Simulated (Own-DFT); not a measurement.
# Reading a pressure off an energy slope: monoclinic HfO2, 94 atoms (Hf32O62), with two O vacancies

These are calculations. Each geometry was run twice at fixed positions with Own-DFT, a retired in-house plane-wave program that no person has reviewed: with PBE, and with HSE06 (exact exchange share 0.25 at short range, screening 0.11 per bohr, Gygi-Baldereschi treatment of its divergence). Both used PseudoDojo norm-conserving files made for PBE, a cutoff of 48 hartree, the Gamma point alone, fixed occupations, a neutral cell and no spin. The unstrained cell is 10.1 Å across at its thinnest, so Gamma alone is coarse and defects feel their images. The hafnium file keeps the 4f electrons in the core, and its forces lie about 75 meV/Å off all-electron values. The oxygen file's force components were 24 meV/Å off all-electron values in a glass.

Unstrained cell vectors in Å: (10.234, 0.000, 0.000); (0.000, 10.350, 0.000); (-1.696, 0.000, 10.445), volume V0 = 1106.4 Å³, from measured lattice constants. Each geometry has its own random strain of a few per cent, its own defect sites and random moves of rms u per axis. HSE06 gave the energy alone. D is its energy less that of PBE, over the lowest D shown. The PBE stress wasn't checked against mesh or cutoff.

| run | V - V0 (Å³) | u (Å) | P with PBE (GPa) | D (eV) |
|---|---|---|---|---|
| 1 | -9.5 | 0.0283 | 5.71 | 0.444 |
| 2 | -26.7 | 0.0316 | 10.45 | 0.077 |
| 3 | 10.2 | 0.0301 | 0.83 | 1.005 |
| 4 | -12.9 | 0.0516 | 9.86 | 0.546 |
| 5 | 39.4 | 0.0499 | -3.22 | 1.919 |
| 6 | 13.6 | 0.0477 | 1.47 | 1.240 |
| 7 | 13.9 | 0.0292 | 1.55 | 1.012 |
| 8 | -17.1 | 0.0301 | 8.00 | 0.261 |
| 9 | -27.5 | 0.0295 | 10.60 | 0.000 |
| 10 | 23.6 | 0.0311 | -1.22 | 1.327 |
| 11 | 8.2 | 0.0307 | 1.80 | ? |

## What the rows give

D = 0.61 + 0.0257 (V - V0) + 114 u² eV, with an error of 0.0005 on the volume slope, 15 on the last term and a scatter of 0.03 eV. Pressure is -dE/dV, and 1 eV/Å³ is 160.2 GPa, so HSE06 changes the pressure by -4.1 ± 0.1 GPa. With the ions held to the strained lattice, the PBE pressure falls by 263 ± 12 GPa per unit of volume strain; the shape of the strain isn't fitted, so the true error is larger, and a relaxed crystal would be softer. On that slope HSE06's volume at a given pressure is about 1.6 % smaller, or 0.5 % in lengths. At u = 0 and V0 the PBE pressure is 2.9 GPa, which puts the zero-pressure volume, against the measured cell and with the defects in, at +1.1 % for PBE and -0.5 % for HSE06, each good to a few tenths of a per cent.

## Prediction

Question: what D should run 11 give?

The fit gives 0.93 eV, with rows scattering by 0.03. The hidden result is 0.827 eV. The miss is larger than the scatter suggests: chance, or a term that the fit lacks.
